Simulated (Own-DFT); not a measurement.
# How strain changes the stress of wurtzite AlN, 128 atoms (Al64N64)

Calculated results; nothing here was measured. They come from Own-DFT, an in-house plane-wave density functional program, since retired, whose code no person has reviewed. Each row is one single-point run on a periodic cell that was not relaxed, without spin or spin-orbit coupling.

Settings of every run: PBE; PseudoDojo norm-conserving scalar-relativistic files; cutoff 42 hartree; 3 x 3 x 3 k mesh centred on Gamma; Gaussian smearing of 0.01 eV.

Known limits: k mesh not checked against a denser one; stress not checked against mesh or cutoff.

Unstrained cell vectors in Å: (12.448, 0.000, 0.000); (-6.224, 10.780, 0.000); (0.000, 0.000, 9.964). The unstrained cell has measured lattice constants (interpolated for alloys), not those of this functional. That, the random moves and any unrelaxed bonds set the pressure at no strain. Each run strains this cell uniformly, with the atoms carried along. Every atom was also moved at random, by a Gaussian of width 0.05 Å on each axis. Strain is the symmetric tensor, in per cent. Stress is positive in tension, and the pressure is minus a third of its trace.

```
run,e_xx (%),e_yy (%),e_zz (%),s_xx (GPa),s_yy (GPa),s_zz (GPa),P (GPa),E (meV/atom)
1,0.00,0.00,0.75,-5.34,-3.75,-2.25,3.78,0.0
2,0.00,0.00,-2.00,-8.03,-4.69,-16.91,9.88,21.4
3,0.00,0.00,0.50,-6.83,-4.51,-3.20,4.84,17.7
4,0.00,0.00,-0.50,-6.06,-5.71,-7.80,6.52,13.0
5,0.00,0.00,2.25,-3.40,-3.73,3.41,1.24,9.4
6,0.00,0.00,1.50,-5.51,-5.51,1.64,3.13,25.2
7,0.00,0.00,-0.75,-6.30,-6.70,-9.45,7.48,26.7
8,0.00,0.00,1.25,-4.67,-6.57,0.81,3.48,17.0
9,0.00,0.00,-1.50,?,?,?,?,?
```

E is the free energy for each atom above the lowest run shown.

## Worked fit

The change of volume is close to e_xx + e_yy + e_zz. A straight line through the runs shown gives P = 5.79 - 200 x (fractional change of volume) GPa, with an error of 8 on the slope and a scatter of 0.30 GPa. The strain isn't the same on all axes and the cell isn't cubic, so the slope belongs to this path and is not the bulk modulus.

## Withheld run

Question: what pressure should run 9 give? Its volume changes by -1.50 %.

The line gives 8.8 GPa. The calculation gave 8.69 GPa.
